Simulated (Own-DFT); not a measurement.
# Computed records: Hf₃₆O₇₁ (tetragonal hafnia with one neutral oxygen vacancy, atoms displaced)

A calculation, not a measurement: plane-wave PBE and HSE06 DFT by an unreviewed code, no spin, of a simulated cell at Gamma alone, so results move with cell size and shape, stress positive in tension, energies less offsets, not probed for a lower state with spin; hafnium file: forces about 75 meV/angstrom off all-electron values; oxygen file: force components 24 meV/angstrom off all-electron in a glass; k mesh not checked against a denser one; forces and stress are PBE's, HSE06 gives the energy alone, and its difference from PBE has offsets of its own; offsets are fitted by least squares, one for each functional and potential file, so energies compare only between cells with the same atoms and settings and are not formation energies; the far tail of each file's local potential was reset to the Coulomb form; each entry is a single point on an unrelaxed cell, so the pressure reflects the starting lattice, taken from the Materials Project, from which strain is counted, and rises with the displacements; printed positions are rounded, which can move forces by about a meV/angstrom; the program is a retired in-house code; no spin-orbit coupling. Program: Own-DFT development build.

Common to all runs: first functional PBE; second functional HSE06; exact exchange share 0.25; screening 0.11 1/bohr; exchange divergence Gygi-Baldereschi; potential files PseudoDojo norm-conserving, scalar-relativistic, made for PBE, standard set; wave cutoff 48 hartree; occupations fixed; k mesh 1 x 1 x 1 centred on Gamma.

(1) Hf₃₆O₇₁ (tetragonal hafnia with one neutral oxygen vacancy, atoms displaced)

```
Hf36O71
1.0
     10.7800     0.0000     0.0000
      0.0000    10.7800     0.0000
      0.0000     0.0000    10.4493
Hf O Hf O Hf O Hf O Hf O Hf O Hf O Hf O Hf O Hf O Hf O Hf O Hf O Hf O Hf O Hf O Hf O Hf O
2 4 2 4 2 3 2 4 2 4 2 4 2 4 2 4 2 4 2 4 2 4 2 4 2 4 2 4 2 4 2 4 2 4 2 4
Direct
  0.00187 0.99429 0.00350
  0.16178 0.17229 0.24590
  0.99914 0.15686 0.15205
  0.16285 0.99830 0.35371
  0.00693 0.17255 0.40238
  0.16698 0.99861 0.10402
  0.99709 0.99801 0.50361
  0.17229 0.16970 0.75486
  0.00306 0.17012 0.65795
  0.16673 0.00151 0.83833
  0.00051 0.16038 0.90339
  0.16958 0.00087 0.59745
  0.00830 0.33422 0.00390
  0.16302 0.50056 0.24761
  0.99862 0.49553 0.14941
  0.16364 0.33282 0.34624
  0.17096 0.33493 0.09674
  0.00743 0.33278 0.49045
  0.16008 0.50237 0.75255
  0.00388 0.49628 0.64618
  0.16914 0.33451 0.84439
  0.00364 0.49865 0.90225
  0.16852 0.33153 0.59756
  0.00048 0.66506 0.99855
  0.17086 0.83722 0.25606
  0.00594 0.83185 0.15781
  0.17092 0.67364 0.33695
  0.00263 0.82942 0.39488
  0.16923 0.66935 0.09929
  0.99788 0.66755 0.50121
  0.16833 0.82797 0.76041
  0.00442 0.83317 0.65193
  0.15697 0.66662 0.84615
  0.99904 0.83088 0.90008
  0.17364 0.66609 0.59851
  0.34047 0.00104 0.00532
  0.50047 0.16594 0.25102
  0.33292 0.16209 0.15153
  0.50031 0.00121 0.34503
  0.32809 0.16511 0.41463
  0.50281 0.00541 0.10002
  0.33043 0.00165 0.49555
  0.49435 0.17444 0.75601
  0.33297 0.16510 0.65070
  0.50143 0.99542 0.84512
  0.32595 0.16470 0.89986
  0.50350 0.99527 0.59813
  0.33298 0.34462 0.00006
  0.49623 0.51206 0.24788
  0.33037 0.50352 0.14580
  0.49252 0.33925 0.34765
  0.33185 0.49561 0.40910
  0.50470 0.32883 0.09057
  0.34690 0.32780 0.49920
  0.49624 0.50519 0.75096
  0.33267 0.49920 0.65373
  0.50187 0.32997 0.84875
  0.33236 0.49400 0.90311
  0.49718 0.34107 0.59426
  0.33596 0.66434 0.00661
  0.49101 0.83093 0.25829
  0.32195 0.83039 0.16178
  0.50224 0.66675 0.34878
  0.33175 0.83212 0.40035
  0.50468 0.66055 0.09379
  0.33113 0.65556 0.50253
  0.50103 0.83160 0.75484
  0.33392 0.82568 0.64989
  0.50266 0.66477 0.84618
  0.33224 0.83371 0.90397
  0.49900 0.66752 0.60125
  0.67729 0.00583 0.99588
  0.83360 0.16489 0.24954
  0.66273 0.16754 0.15470
  0.82435 0.00321 0.34542
  0.67890 0.17142 0.40287
  0.83257 0.00152 0.09421
  0.66806 0.00112 0.50034
  0.82988 0.17558 0.74449
  0.66814 0.17173 0.65350
  0.83779 0.00013 0.83703
  0.66408 0.17246 0.90357
  0.82373 0.00445 0.59357
  0.67282 0.32918 0.99749
  0.83450 0.49892 0.24838
  0.65804 0.49615 0.15257
  0.83484 0.33777 0.35790
  0.66710 0.49650 0.41120
  0.83180 0.33606 0.11121
  0.67423 0.32360 0.50642
  0.83015 0.49724 0.75664
  0.66080 0.49739 0.65993
  0.83248 0.33275 0.84864
  0.67116 0.49836 0.90273
  0.83019 0.33793 0.59799
  0.66689 0.66440 0.00710
  0.83550 0.83019 0.25104
  0.66147 0.83548 0.14723
  0.83161 0.66507 0.34806
  0.65507 0.83895 0.40569
  0.83435 0.67280 0.09435
  0.66174 0.66290 0.49552
  0.82930 0.83024 0.75198
  0.66327 0.83253 0.65471
  0.83811 0.65670 0.84806
  0.66647 0.83586 0.90318
  0.83079 0.66767 0.59844
```

```
PBE energy of cell above offsets : -97.192 eV
HSE06 less PBE above offsets     : 0.071 eV
PBE pressure                     : 2.53 GPa
PBE stress xx                    : -1.09 GPa
PBE stress yy                    : -3.34 GPa
PBE stress zz                    : -3.17 GPa
PBE stress yz                    : -1.11 GPa
PBE stress xz                    : -0.92 GPa
PBE stress xy                    : -0.03 GPa
```

Force:
```csv
element,x (eV/Å),y (eV/Å),z (eV/Å)
Hf,0.925,0.665,-0.817
Hf,0.974,-1.998,0.898
O,-0.013,0.93,-0.046
O,0.079,1.35,-0.291
O,-0.737,-1.963,-0.458
O,0.254,0.171,-1.02
Hf,1.72,0.119,0.368
Hf,-0.699,-0.817,-1.47
O,-1.179,-0.275,-0.659
O,-0.228,-1.081,1.445
O,0.105,1.385,1.143
O,-0.956,0.003,-0.57
Hf,-1.413,-1.116,-1.136
Hf,0.054,0.912,1.109
O,0.34,0.285,0.266
O,-0.435,0.952,-0.641
O,-0.779,-0.205,0.659
Hf,0.291,1.407,1.907
Hf,0.687,-0.932,-1.89
O,-0.991,0.615,0.189
O,-0.467,0.62,1.368
O,0.021,-0.691,0.216
O,0.23,0.106,-0.623
Hf,0.552,0.748,0.094
Hf,-2.049,0.966,0.364
O,-1.667,0.144,-0.968
O,-0.248,-2.897,1.449
O,-1.187,0.569,1.465
O,-0.631,-0.894,-1.148
Hf,0.405,-0.226,0.332
Hf,0.887,2.14,-2.509
O,-1.045,0.09,-0.183
O,0.452,-0.99,1.252
O,-0.17,-0.066,0.681
O,-2.062,-0.325,-0.241
Hf,-0.702,0.638,-0.525
Hf,-0.538,0.727,-0.655
O,-0.17,0.294,0.811
O,-0.359,0.363,0.114
O,0.314,0.293,-2.291
O,-0.067,-0.363,-0.536
Hf,0.234,-1.549,2.026
Hf,-0.136,-2.292,-1.138
O,1.072,0.35,0.601
O,-0.248,1.698,0.785
O,0.816,0.534,0.646
O,-0.54,0.541,-0.581
Hf,1.75,-3.153,0.295
Hf,0.404,-2.967,0.429
O,0.649,-0.117,0.562
O,0.047,-0.893,-0.854
O,-0.229,0.492,-1.609
O,-1.131,0.194,0.137
Hf,-2.51,0.755,0.494
Hf,0.337,-0.889,-0.775
O,-0.304,0.408,0.538
O,-0.397,1.595,-0.006
O,0.09,2.814,-0.667
O,1.929,-0.861,1.303
Hf,-0.77,0.553,-0.937
Hf,1.128,1.943,-0.487
O,4.005,-0.214,-2.203
O,-0.097,-0.071,0.236
O,0.686,-0.236,0.189
O,-1.836,0.428,1.207
Hf,0.299,1.824,0.863
Hf,-0.736,0.627,-1.798
O,-0.132,0.344,1.201
O,-0.296,0.117,1.291
O,-0.063,-0.817,0.864
O,0.241,-0.703,-0.733
Hf,-2.154,-1.209,0.003
Hf,-0.824,1.062,0.503
O,1.434,-0.186,-0.166
O,0.961,-1.154,-0.211
O,-0.863,-0.918,-0.483
O,0.813,-0.102,0.512
Hf,-1.984,-0.213,-0.085
Hf,1.917,-1.318,0.207
O,-1.446,0.337,-0.128
O,-0.765,0.33,0.776
O,0.517,-1.486,-0.673
O,2.27,-0.305,0.415
Hf,-0.906,1.508,1.25
Hf,-0.992,-0.966,0.895
O,1.371,0.872,0.407
O,0.711,-0.02,-1.105
O,-0.165,0.23,-0.757
O,0.868,-0.36,-1.208
Hf,-1.218,2.079,-0.385
Hf,-0.458,-0.086,-1.94
O,0.965,0.325,-0.008
O,0.311,0,0.914
O,0.026,0.079,0.615
O,1.748,-0.373,0.899
Hf,0.699,0.655,-1.599
Hf,-0.324,0.49,-0.531
O,0.482,-0.576,1.206
O,0.108,0.103,-0.14
O,0.606,-1.502,-0.522
O,0.131,-0.385,0.805
Hf,0.273,0.468,1.504
Hf,0.05,-0.241,-0.554
O,1.047,-0.221,0.172
O,0.03,1.817,0.415
O,0.746,-0.835,0.095
O,0.252,-0.015,-0.425
```

(2) Hf₃₆O₇₁ (tetragonal hafnia with one neutral oxygen vacancy, atoms displaced)

```
Hf36O71
1.0
     10.7800     0.0000     0.0000
      0.0000    10.7800     0.0000
      0.0000     0.0000    10.4493
Hf O Hf O Hf O Hf O Hf O Hf O Hf O Hf O Hf O Hf O Hf O Hf O Hf O Hf O Hf O Hf O Hf O Hf O
2 4 2 4 2 4 2 4 2 4 2 4 2 4 2 4 2 4 2 4 2 4 2 4 2 4 2 4 2 4 2 3 2 4 2 4
Direct
  0.00180 0.99974 0.99962
  0.17007 0.16964 0.24699
  0.99568 0.16576 0.15247
  0.16460 0.99968 0.35014
  0.00449 0.16578 0.40031
  0.16415 0.99841 0.09814
  0.00032 0.99706 0.50621
  0.16362 0.16565 0.75307
  0.00214 0.16874 0.65472
  0.16510 0.00428 0.84687
  0.99532 0.16471 0.90218
  0.16494 0.99494 0.59318
  0.00596 0.33314 0.00167
  0.17147 0.49776 0.25168
  0.99891 0.50476 0.15212
  0.17118 0.33291 0.34034
  0.99987 0.49860 0.40235
  0.16957 0.33811 0.10031
  0.99792 0.33191 0.49801
  0.16147 0.49827 0.74716
  0.00206 0.50153 0.64903
  0.16710 0.33583 0.85374
  0.99706 0.50345 0.90246
  0.16374 0.33469 0.59715
  0.99881 0.67459 0.99964
  0.16830 0.83380 0.25334
  0.99600 0.83341 0.15802
  0.16494 0.66891 0.34689
  0.99851 0.83793 0.39666
  0.16462 0.67302 0.10048
  0.99589 0.66429 0.49664
  0.16549 0.83138 0.74675
  0.99937 0.83500 0.65033
  0.17183 0.66812 0.84523
  0.99826 0.82713 0.90611
  0.16875 0.66877 0.59624
  0.33346 0.99878 0.99819
  0.50124 0.16669 0.25386
  0.33302 0.16865 0.15103
  0.49867 0.99817 0.34681
  0.32928 0.17063 0.40311
  0.50264 0.00155 0.09675
  0.33949 0.99952 0.49809
  0.50483 0.16800 0.74523
  0.33477 0.16342 0.65072
  0.49985 0.00403 0.84969
  0.33490 0.16781 0.89980
  0.50008 0.00245 0.59613
  0.33486 0.32931 0.99323
  0.49815 0.49550 0.25503
  0.33233 0.50452 0.14921
  0.49665 0.33255 0.34853
  0.33720 0.50591 0.40095
  0.49856 0.33333 0.09924
  0.33337 0.33345 0.49691
  0.49990 0.49492 0.74865
  0.33012 0.50173 0.64790
  0.49767 0.33891 0.84746
  0.33252 0.49801 0.90242
  0.50003 0.33397 0.59918
  0.33203 0.66362 0.99972
  0.49793 0.83268 0.24806
  0.33444 0.83280 0.15322
  0.50117 0.66769 0.34827
  0.32924 0.83280 0.40146
  0.49673 0.66912 0.09875
  0.33200 0.65889 0.49714
  0.49827 0.82838 0.75432
  0.33460 0.83310 0.64815
  0.50318 0.66825 0.84682
  0.33676 0.84024 0.90053
  0.50386 0.66570 0.60004
  0.66323 0.00135 0.00321
  0.83380 0.16664 0.24961
  0.66534 0.16340 0.15512
  0.82593 0.00524 0.34897
  0.66758 0.16929 0.39646
  0.83952 0.00258 0.09761
  0.67009 0.00214 0.49837
  0.83339 0.16289 0.74214
  0.66653 0.16547 0.65120
  0.83162 0.00159 0.85008
  0.66750 0.16758 0.90146
  0.82959 0.00122 0.60105
  0.66791 0.33242 0.99611
  0.83066 0.50444 0.25123
  0.66244 0.49777 0.15413
  0.82899 0.33614 0.35101
  0.66591 0.49988 0.40347
  0.83508 0.33105 0.09203
  0.66840 0.33225 0.50426
  0.82851 0.49999 0.74479
  0.66545 0.50135 0.64954
  0.83275 0.33086 0.84442
  0.83513 0.33491 0.60133
  0.66572 0.66769 0.99868
  0.83268 0.83420 0.25095
  0.66272 0.83198 0.15279
  0.83564 0.66871 0.34927
  0.66763 0.83494 0.40340
  0.83169 0.67196 0.09838
  0.66544 0.66538 0.50311
  0.83139 0.83798 0.74715
  0.66760 0.83562 0.65207
  0.82697 0.66998 0.84858
  0.67008 0.83359 0.90011
  0.83116 0.66688 0.59292
```

```
PBE energy of cell above offsets : -100.705 eV
HSE06 less PBE above offsets     : -0.130 eV
PBE pressure                     : 0.71 GPa
PBE stress xx                    : -0.42 GPa
PBE stress yy                    : -0.57 GPa
PBE stress zz                    : -1.15 GPa
PBE stress yz                    : 0.15 GPa
PBE stress xz                    : -0.07 GPa
PBE stress xy                    : 0.04 GPa
```

Force:
```csv
element,x (eV/Å),y (eV/Å),z (eV/Å)
Hf,-0.563,0.132,0.328
Hf,-0.892,-1.464,0.268
O,1.538,0.445,-0.146
O,0.363,0.65,-0.638
O,-0.475,0.36,0.683
O,0.671,0.125,-0.251
Hf,0.671,0.137,-1.664
Hf,0.978,0.57,-0.338
O,-0.428,-0.296,-0.59
O,-0.1,-1.092,0.021
O,0.652,0.503,-0.029
O,0.527,0.29,0.725
Hf,-1.01,0.652,-0.252
Hf,-1.229,1.167,-1.357
O,0.176,-0.473,0.68
O,0.093,0.524,1.27
O,0.082,-0.145,0.027
O,-0.117,-0.417,-0.258
Hf,0.169,-0.122,-0.196
Hf,0.53,0.496,0.566
O,-0.842,0.221,-0.04
O,-0.293,-0.696,-0.68
O,0.338,-0.196,-0.215
O,0.514,-0.07,-0.299
Hf,-0.099,-2.535,1.45
Hf,-0.338,0.36,-0.244
O,0.651,-0.039,-0.646
O,0.028,-0.978,0.425
O,-0.354,-0.49,1.174
O,0.455,-0.063,-0.758
Hf,0.857,0.59,-0.231
Hf,0.979,0.193,-0.439
O,-0.33,-0.015,0.172
O,-0.025,-0.128,-0.008
O,0.318,2.327,-1.353
O,-0.949,0.057,-0.074
Hf,0.241,0.533,0.497
Hf,-0.028,-0.218,-0.967
O,0.346,-0.284,0.052
O,-0.271,0.613,0.251
O,0.341,-0.612,-0.235
O,-1.181,-0.036,0.267
Hf,-1.125,-0.436,0.066
Hf,-1.348,-0.83,0.894
O,-0.441,0.408,0.261
O,0.255,-0.316,-0.447
O,-0.195,-0.405,-0.068
O,0.758,0.241,0.036
Hf,0.115,0.707,1.157
Hf,0.232,1.145,-1.298
O,0.277,0.047,0.571
O,-0.136,-0.046,0.663
O,-0.331,-2.251,-0.862
O,0.266,-0.126,-0.376
Hf,-0.429,-0.129,0.826
Hf,-0.599,1.572,-0.131
O,0.274,-0.25,0.231
O,0.592,-1.256,0.135
O,0.22,0.418,-0.332
O,-0.012,0.013,-0.131
Hf,-0.315,0.189,0.473
Hf,0.118,-0.582,0.282
O,-0.27,0.474,-0.418
O,0.025,-0.283,-0.005
O,0.282,-0.222,0.077
O,0.422,-0.071,-0.589
Hf,0.396,2.769,1.178
Hf,0.127,1.268,-0.841
O,0.008,0.152,0.814
O,0.012,-1.268,0.459
O,-0.138,-1.259,-0.075
O,-0.849,0.008,-0.112
Hf,1.126,-0.165,-0.54
Hf,-0.174,0.288,-0.199
O,0.115,0.053,-0.355
O,0.186,-0.585,0.191
O,-0.591,0.217,1.124
O,-1.316,-0.266,0.075
Hf,-0.807,-0.753,-0.65
Hf,0.336,0.471,2.158
O,0.296,0.434,-0.789
O,0.32,-0.309,-0.719
O,-0.41,0.009,-0.091
O,0.82,0.213,0.025
Hf,0.386,0.649,0.496
Hf,0.462,-0.446,-0.71
O,0.575,0.202,-0.314
O,0.346,-0.182,-0.234
O,-0.126,-0.269,0.182
O,-0.472,0.196,0.29
Hf,0.316,0.261,-1.132
Hf,1.065,0.081,1.632
O,-0.022,-0.432,0.484
O,-0.578,0.622,-0.477
O,-0.345,-0.187,-0.476
Hf,0.077,-0.11,0.061
Hf,-0.231,0.445,-0.103
O,0.593,0.332,-0.167
O,0.012,-0.394,-0.068
O,0.081,-0.201,0.27
O,-0.406,-0.288,0.02
Hf,-0.598,0.886,-0.888
Hf,-0.659,-0.457,1.033
O,-0.339,-0.032,0.072
O,-0.234,-0.774,-0.779
O,-0.506,0.425,0.51
O,0.518,-0.184,0.682
```
